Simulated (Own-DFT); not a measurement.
# Energy and forces against displacement in zincblende GaP, 64 atoms (Ga32P32)

These are calculations, not measurements. The program, named Own-DFT, is a retired in-house plane-wave density functional code that no person has reviewed. Each row is one single-point run on a periodic cell that was not relaxed, without spin or spin-orbit coupling.

Settings of every run: PBE; PseudoDojo norm-conserving scalar-relativistic files; cutoff 42 hartree; 3 x 3 x 3 k mesh centred on Gamma; Fermi-Dirac smearing of 0.1 eV.

Known limits: forces on such cells passed a denser k mesh, each cell not checked; stress not checked against mesh or cutoff.

Cell vectors in Å: (10.901, 0.000, 0.000); (0.000, 10.901, 0.000); (0.000, 0.000, 10.901). In each run every atom was moved at random and independently from its ideal site; u is the rms move along one axis. E is the free energy for each atom above the fitted value at u = 0, and F the rms of the force components.

| run | u (Å) | E (meV/atom) | F (eV/Å) | largest force (eV/Å) | P (GPa) |
|---|---|---|---|---|---|
| 1 | 0.0196 | 6.7 | 0.280 | 0.89 | 2.71 |
| 2 | 0.0206 | 7.8 | 0.304 | 1.06 | 2.73 |
| 3 | 0.0466 | 35.3 | 0.629 | 2.12 | 3.12 |
| 4 | 0.0502 | 43.2 | 0.729 | 2.68 | 3.25 |
| 5 | 0.0518 | 41.8 | 0.683 | 2.29 | 3.23 |
| 6 | 0.0977 | 173.1 | 1.552 | 4.63 | 5.21 |
| 7 | 0.1006 | ? | ? | ? | ? |
| 8 | 0.1009 | 184.1 | 1.612 | 7.03 | 5.42 |
| 9 | 0.1548 | 449.0 | 2.874 | 12.47 | 9.22 |
| 10 | 0.2126 | 650.8 | 3.165 | 13.06 | 11.67 |

## Worked fit

For small independent moves the energy grows as E = (3/2) K u², with K the mean stiffness felt by one atom. The runs with u up to 0.11 Å give K = 11.5 ± 0.4 eV/Å², with residuals divided by u² + 0.0006 Å², since the noise grows with the moves. The scatter is 2.8 meV/atom at u = 0.05 Å. The forces follow F = G u with G = 14.6 eV/Å²; no force at u = 0 is resolved. G exceeds K because the moves of its neighbours add to the force on an atom, and stiffness differs between atoms. At u = 0.213 Å the parabola gives 779 meV/atom and the run 651. The pressure follows P = 2.56 + 278 u² GPa: at fixed volume, shortened bonds push harder than stretched ones pull.

## Withheld run

Question: what energy and rms force should run 7 give?

The fit gives 174 ± 11 meV/atom and about 1.47 eV/Å. The calculation gave 174.0 meV/atom and 1.681 eV/Å.
